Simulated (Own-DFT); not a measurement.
# Response to strain: wurtzite AlGaN with randomly placed atoms, 128 atoms (Al48Ga16N64)

All numbers below are calculated, not measured. They come from Own-DFT, an in-house plane-wave density functional program, since retired, whose code no person has reviewed. Each row is one single-point run on a periodic cell that was not relaxed, without spin or spin-orbit coupling.

Settings of every run: PBE; PseudoDojo norm-conserving scalar-relativistic files (stringent for Ga); cutoff 96 hartree; 3 x 3 x 3 k mesh centred on Gamma; Gaussian smearing of 0.01 eV.

Known limits: k mesh not checked against a denser one; stress not checked against mesh or cutoff.

Unstrained cell vectors in Å: (12.525, 0.000, 0.000); (-6.262, 10.847, 0.000); (0.000, 0.000, 10.066). The unstrained cell has measured lattice constants (interpolated for alloys), not those of this functional. That, the random moves and any unrelaxed bonds set the pressure at no strain. Each run strains this cell uniformly, with the atoms carried along. Every atom was also moved at random, by a Gaussian of width 0.05 Å on each axis. The random placing of the alloy's atoms differs from row to row. Strain is the symmetric tensor, in per cent. Stress is positive in tension, and the pressure is minus a third of its trace.

```
run,e_xx (%),e_yy (%),e_zz (%),s_xx (GPa),s_yy (GPa),s_zz (GPa),P (GPa),E (meV/atom)
1,-0.25,-0.25,0.00,-7.39,-7.14,-7.66,7.40,7.0
2,1.75,1.75,0.00,0.96,3.22,-3.73,-0.15,19.3
3,2.00,2.00,0.00,3.85,3.48,-2.46,-1.62,0.0
4,-2.75,-2.75,0.00,-23.23,-26.47,-10.47,20.06,67.2
5,-0.75,-0.75,0.00,-10.10,-11.74,-6.94,9.59,14.9
6,-2.00,-2.00,0.00,-17.99,-19.14,-10.65,15.93,43.3
7,3.00,3.00,0.00,8.02,8.81,-2.55,-4.76,7.6
8,0.50,0.50,0.00,-1.93,-3.54,-7.24,4.24,0.3
9,-2.50,-2.50,0.00,?,?,?,?,?
```

E is the free energy for each atom above the lowest run shown.

## Worked fit

The change of volume is close to e_xx + e_yy + e_zz. A straight line through the runs shown gives P = 7.21 - 214 x (fractional change of volume) GPa, with an error of 9 on the slope and a scatter of 0.91 GPa. The strain isn't the same on all axes and the cell isn't cubic, so the slope belongs to this path and is not the bulk modulus.

## Withheld run

Question: what pressure should run 9 give? Its volume changes by -4.94 %.

The line gives 17.8 GPa. The calculation gave 18.41 GPa.
